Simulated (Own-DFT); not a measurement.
# One host, several defects: C11b WSi2

Everything here is calculated. The program is Own-DFT (plane waves, in-house, since retired, never reviewed by a person); positions were held fixed, and spin and spin-orbit coupling were off.

All runs used: PBE; PseudoDojo norm-conserving scalar-relativistic files; cutoff 50 hartree; 5 x 5 x 5 k mesh centred on Gamma; cold (Marzari-Vanderbilt) smearing of 0.2 eV.

Known weak points: forces on such cells failed a check on a denser k mesh; stress not checked against mesh or cutoff.

All runs share one cell, with vectors in Å (-2.148, -5.953, 3.409); (-6.444, 2.976, 1.136); (-2.553, -2.948, -6.757) and a volume of 403.2 Å³. u is the rms random offset of the atoms per axis. The defect's site can differ from row to row.

| cell | formula | u (Å) | P (GPa) |
|---|---|---|---|
| no defect | Si20W10 | 0.0201 | 4.43 |
| no defect | Si20W10 | 0.0213 | 4.42 |
| no defect | Si20W10 | 0.0468 | 5.86 |
| one Si on a W site | Si21W9 | 0.0290 | 5.96 |
| one Si on a W site | Si21W9 | 0.0313 | 6.25 |
| one Si on a W site | Si21W9 | 0.0497 | 7.86 |
| one Si on a W site | Si21W9 | 0.0514 | ? |
| one W on a Si site | Si19W11 | 0.0312 | 9.89 |
| one W on a Si site | Si19W11 | 0.0333 | 10.57 |
| one W on a Si site | Si19W11 | 0.0516 | 10.87 |
| one W vacancy | Si20W9 | 0.0269 | 3.19 |
| one W vacancy | Si20W9 | 0.0299 | 3.17 |
| one W vacancy | Si20W9 | 0.0433 | 4.89 |
| one Si vacancy | Si19W10 | 0.0279 | 3.18 |
| one Si vacancy | Si19W10 | 0.0466 | 3.75 |
| one Si vacancy | Si19W10 | 0.0531 | 4.40 |

## What the rows give

P = P0 + c u² + a shift for each defect gives P0 = 4.09 GPa, c = 797 ± 132 GPa/Å² and a scatter of 0.38 GPa. The shifts, and each times the cell's volume:

- one W on a Si site: 5.09 ± 0.32 GPa, 12.8 eV
- one Si on a W site: 1.46 ± 0.32 GPa, 3.7 eV
- one W vacancy: -1.27 ± 0.31 GPa, -3.2 eV
- one Si vacancy: -1.85 ± 0.33 GPa, -4.7 eV

Against the defect-free cell, a freed cell would be larger where the shift is positive and smaller where it is negative (160.2 GPa Å³ is 1 eV). The atoms around the defects weren't relaxed, which would change these numbers.

## The run left out

Q: what pressure belongs in the blank (one Si on a W site, u = 0.0514 Å)?

From the fit: 7.66 ± 0.47 GPa. The calculation gave 7.63 GPa.
